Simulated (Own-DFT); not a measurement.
# What a defect does to the pressure of its cell: D0_22 TiAl3

Source: density functional calculations with Own-DFT, an unreviewed in-house program that is no longer used. Nothing was measured or relaxed, and spin and spin-orbit coupling are left out.

All runs used: PBEsol; PseudoDojo norm-conserving scalar-relativistic files, made for PBE; cutoff 42 hartree; 4 x 4 x 4 k mesh centred on Gamma; cold (Marzari-Vanderbilt) smearing of 0.2 eV.

Known weak points: forces on such cells failed a check on a denser k mesh; stress not checked against mesh or cutoff.

All runs share one cell, with vectors in Å (-2.365, -6.981, 4.326); (-7.667, 3.491, 1.442); (-2.950, -3.488, -7.241) and a volume of 625.4 Å³. u is the rms random offset of the atoms per axis. The defect's site can differ from row to row.

```
cell,formula,u (Å),P (GPa)
no defect,Al30Ti10,0.0174,0.04
no defect,Al30Ti10,0.0508,0.69
no defect,Al30Ti10,0.0530,0.84
two Al on a Ti site each,Al32Ti8,0.0302,?
two Al on a Ti site each,Al32Ti8,0.0319,1.25
two Al on a Ti site each,Al32Ti8,0.0502,1.65
two Al on a Ti site each,Al32Ti8,0.0536,1.77
two Al vacancies,Al28Ti10,0.0314,-0.73
two Al vacancies,Al28Ti10,0.0314,-0.71
two Al vacancies,Al28Ti10,0.0527,-0.02
two Ti on an Al site each,Al28Ti12,0.0287,1.21
two Ti on an Al site each,Al28Ti12,0.0325,1.27
two Ti on an Al site each,Al28Ti12,0.0491,1.58
```

## Analysis

P = P0 + c u² + a shift for each defect gives P0 = -0.06 GPa, c = 307 ± 21 GPa/Å² and a scatter of 0.06 GPa. The shifts, and each times the cell's volume:

- two Ti on an Al site each: 0.97 ± 0.05 GPa, 3.8 eV (1.9 eV for each of its 2 sites)
- two Al on a Ti site each: 0.96 ± 0.05 GPa, 3.7 eV (1.9 eV for each of its 2 sites)
- two Al vacancies: -0.91 ± 0.05 GPa, -3.6 eV (-1.8 eV for each of its 2 sites)

Against the defect-free cell, a freed cell would be larger where the shift is positive and smaller where it is negative (160.2 GPa Å³ is 1 eV). The atoms around the defects weren't relaxed, which would change these numbers.

## The run left out

Question: what pressure belongs in the blank (two Al on a Ti site each, u = 0.0302 Å)?

From the fit: 1.18 ± 0.08 GPa. DFT gave 1.25 GPa.
